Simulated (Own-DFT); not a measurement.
# One host, several defects: zincblende GaAs

Calculated, not measured: single-point runs of Own-DFT, a retired in-house plane-wave DFT program that no person has reviewed, on unrelaxed cells, without spin or spin-orbit coupling.

All runs used: PBE; PseudoDojo norm-conserving scalar-relativistic files; cutoff 42 hartree; 3 x 3 x 3 k mesh centred on Gamma; Fermi-Dirac smearing of 0.1 eV.

Keep in mind (not all hold for every row): not probed for a lower state with spin; forces not confirmed at this smearing and k mesh; stress not checked against mesh or cutoff.

All runs share one cell, with vectors in Å (11.737, 0.000, 0.000); (0.000, 11.737, 0.000); (0.000, 0.000, 10.833) and a volume of 1492.4 Å³, strained against the parent crystal. Atoms were moved at random from their sites; u is the rms move along one axis. The defect's site can differ from row to row.

```
cell,formula,u (Å),P (GPa)
no defect,As32Ga32,0.0284,1.25
no defect,As32Ga32,0.0305,1.23
no defect,As32Ga32,0.0490,1.48
one Al on a Ga site,AlAs32Ga31,0.0285,1.23
one Al on a Ga site,AlAs32Ga31,0.0316,1.24
one Al on a Ga site,AlAs32Ga31,0.0544,1.63
one As vacancy and one Ga vacancy,As31Ga31,0.0308,0.97
one As vacancy and one Ga vacancy,As31Ga31,0.0483,1.05
one As vacancy and one Ga vacancy,As31Ga31,0.0499,1.18
one P on an As site,As31Ga32P,0.0268,0.99
one P on an As site,As31Ga32P,0.0275,?
one P on an As site,As31Ga32P,0.0285,1.00
one P on an As site,As31Ga32P,0.0304,1.01
one In on a Ga site,As32Ga31In,0.0489,2.09
one In on a Ga site,As32Ga31In,0.0513,2.17
one In on a Ga site,As32Ga31In,0.0552,2.40
```

## What the rows give

P = P0 + c u² + a shift for each defect gives P0 = 1.08 GPa, c = 172 ± 26 GPa/Å² and a scatter of 0.07 GPa. The shifts, and each times the cell's volume:

- one In on a Ga site: 0.68 ± 0.06 GPa, 6.3 eV
- one Al on a Ga site: 0.01 ± 0.05 GPa, 0.1 eV (not resolved)
- one P on an As site: -0.22 ± 0.06 GPa, -2.1 eV
- one As vacancy and one Ga vacancy: -0.35 ± 0.06 GPa, -3.2 eV

Against the defect-free cell, a freed cell would be larger where the shift is positive and smaller where it is negative (160.2 GPa Å³ is 1 eV). The atoms around the defects weren't relaxed, which would change these numbers.

## Withheld run

Asked: what pressure belongs in the blank (one P on an As site, u = 0.0275 Å)?

The fitted form gives 0.99 ± 0.08 GPa. DFT gave 1.00 GPa.
